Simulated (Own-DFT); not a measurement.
# Device materials side by side: how hard are they to compress?

The numbers are computed, not measured, by runs of the plane-wave DFT program Own-DFT (in-house, retired, unreviewed) at fixed positions, with no spin and no spin-orbit coupling.

Limits (not all hold for every row): forces on such cells moved up to 12 meV/angstrom on a denser k mesh; forces not confirmed at this smearing and k mesh; k mesh not checked against a denser one; forces on such cells passed a denser k mesh, each cell not checked; stress not checked against mesh or cutoff.

All runs are PBE with PseudoDojo norm-conserving files; cutoff and k mesh are each material's own. Every cell starts from measured lattice constants and was given uniform random strains and small random moves of its atoms. Each triple is the change of volume in per cent, the rms move u in Å and the pressure in GPa.

- 3C SiC (C32Si32), 10.36 Å³/atom unstrained: (-2.97, 0.046, 12.87); (-1.61, 0.044, 9.32); (-1.35, 0.056, 9.73); (-0.88, 0.043, 7.14); (0.46, 0.053, 4.67); (1.88, 0.052, 1.43); (2.35, 0.048, 0.20)
- wurtzite AlN (Al36N36), 10.45 Å³/atom unstrained: (-1.27, 0.051, 8.48); (-1.00, 0.049, 7.86); (-0.27, 0.049, 6.48); (-0.19, 0.046, 5.84); (1.55, 0.050, 2.30); (2.46, 0.050, 1.03); (2.56, 0.050, 0.45)
- wurtzite GaN (Ga48N48), 11.42 Å³/atom unstrained: (-1.58, 0.049, 11.02); (-1.35, 0.049, 10.48); (0.50, 0.051, 6.67); (0.85, 0.050, 5.93); (1.33, 0.048, 5.06); (1.94, 0.049, 3.76); (2.12, 0.052, 3.80)
- diamond silicon (Si64), 20.02 Å³/atom unstrained: withheld
- zincblende InP (In48P48), 25.27 Å³/atom unstrained: (-2.85, 0.048, 6.33); (-2.24, 0.050, 5.59); (-0.85, 0.053, 4.44); (0.34, 0.055, 3.67); (0.34, 0.047, 3.53); (2.56, 0.053, 2.29); (2.68, 0.051, 1.83)
- grey tin (Sn64), 34.15 Å³/atom unstrained: (-3.23, 0.052, 5.55); (-0.95, 0.049, 4.12); (-0.41, 0.052, 3.94); (0.54, 0.050, 3.39); (0.55, 0.053, 3.43); (1.00, 0.052, 3.33); (1.22, 0.052, 3.15)

## Worked fit

Fit a line to each set against the fractional change of volume; B is minus its slope, and u is nearly the same within a set. To take it to zero pressure, assume that B rises by 4 GPa for each GPa: B0 = B - 4 x (mean pressure). The bond length of an ideal tetrahedral crystal with the unstrained volume v is d = (√3/4)(8 v)^(1/3). Cohen's empirical rule reads B0 = (1971 - 220 L) d^(-3.5) GPa, with L = 0 for group IV crystals and SiC and 1 for III-V compounds.

```
material,L,d (Å),B (GPa),mean P (GPa),B0 (GPa),rule (GPa)
3C SiC (C32Si32),0,1.888,237 ± 10,6.5,211 ± 10,213
wurtzite AlN (Al36N36),1,1.893,205 ± 6,4.6,187 ± 6,188
wurtzite GaN (Ga48N48),1,1.950,200 ± 4,6.7,173 ± 4,169
diamond silicon (Si64),0,2.352,?,?,?,99
zincblende InP (In48P48),1,2.541,76 ± 4,4.0,60 ± 4,67
grey tin (Sn64),0,2.810,53 ± 3,3.8,38 ± 3,53
```

A line through ln[B0/(1971 - 220 L)] against ln d has a slope of -4.2 ± 0.2 and a scatter of 7 %. Against the rule, B0 stands at 99 % for 3C SiC, 99 % for wurtzite AlN, 103 % for wurtzite GaN, 89 % for zincblende InP, 72 % for grey tin. PBE tends to make silicon and heavier crystals too soft, and the rule itself is only a guide.

## The run left out

Question: what B0 does the fitted trend give for diamond silicon (Si64)?

Estimate: 86 GPa. Its own runs give B = 104 ± 3 GPa at a mean pressure of 3.7 GPa, so B0 = 89 GPa.
